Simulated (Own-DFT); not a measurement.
# Shaking the atoms of rutile TiO2, 72 atoms (O48Ti24)

These are calculations, not measurements. They come from Own-DFT, an in-house plane-wave density functional program, since retired, whose code no person has reviewed. Each row is one single-point run on a periodic cell that was not relaxed, without spin or spin-orbit coupling.

Settings of every run: PBE; PseudoDojo norm-conserving scalar-relativistic files; cutoff 72 hartree; 3 x 3 x 3 k mesh centred on Gamma; Fermi-Dirac smearing of 0.1 eV.

Known limits: oxygen file: force components 24 meV/angstrom off all-electron in a glass; forces on such cells passed a denser k mesh, each cell not checked; stress not checked against mesh or cutoff.

Cell vectors in Å: (9.187, 0.000, 0.000); (0.000, 9.187, 0.000); (0.000, 0.000, 8.876). In each run every atom was moved at random and independently from its ideal site; u is the rms move along one axis. E is the free energy for each atom above the fitted value at u = 0, and F the rms of the force components.

| run | u (Å) | E (meV/atom) | F (eV/Å) | largest force (eV/Å) | P (GPa) |
|---|---|---|---|---|---|
| 1 | 0.0198 | 9.2 | 0.383 | 1.81 | 4.81 |
| 2 | 0.0205 | 9.2 | 0.370 | 1.43 | 4.89 |
| 3 | 0.0205 | ? | ? | ? | ? |
| 4 | 0.0477 | 45.0 | 0.870 | 3.45 | 6.05 |
| 5 | 0.0511 | 61.8 | 1.078 | 3.35 | 6.87 |
| 6 | 0.0513 | 50.0 | 0.913 | 3.22 | 6.59 |
| 7 | 0.0729 | 106.7 | 1.379 | 5.07 | 9.70 |
| 8 | 0.0757 | 138.2 | 1.774 | 7.69 | 9.39 |
| 9 | 0.0862 | 176.9 | 1.989 | 9.46 | 11.31 |
| 10 | 0.1195 | 315.1 | 2.945 | 13.26 | 18.07 |

## Worked fit

For small independent moves the energy grows as E = (3/2) K u², with K the mean stiffness felt by one atom. The runs with u up to 0.11 Å give K = 14.6 ± 0.7 eV/Å², with residuals divided by u² + 0.0006 Å², since the noise grows with the moves. The scatter is 5.8 meV/atom at u = 0.05 Å. The forces follow F = G u with G = 20.1 eV/Å²; no force at u = 0 is resolved. G exceeds K because the moves of its neighbours add to the force on an atom, and stiffness differs between atoms. The pressure follows P = 4.32 + 934 u² GPa: at fixed volume, shortened bonds push harder than stretched ones pull.

## Withheld run

Question: what energy and rms force should run 3 give?

The fit gives 9 ± 2 meV/atom and about 0.41 eV/Å. The calculation gave 10.9 meV/atom and 0.429 eV/Å.
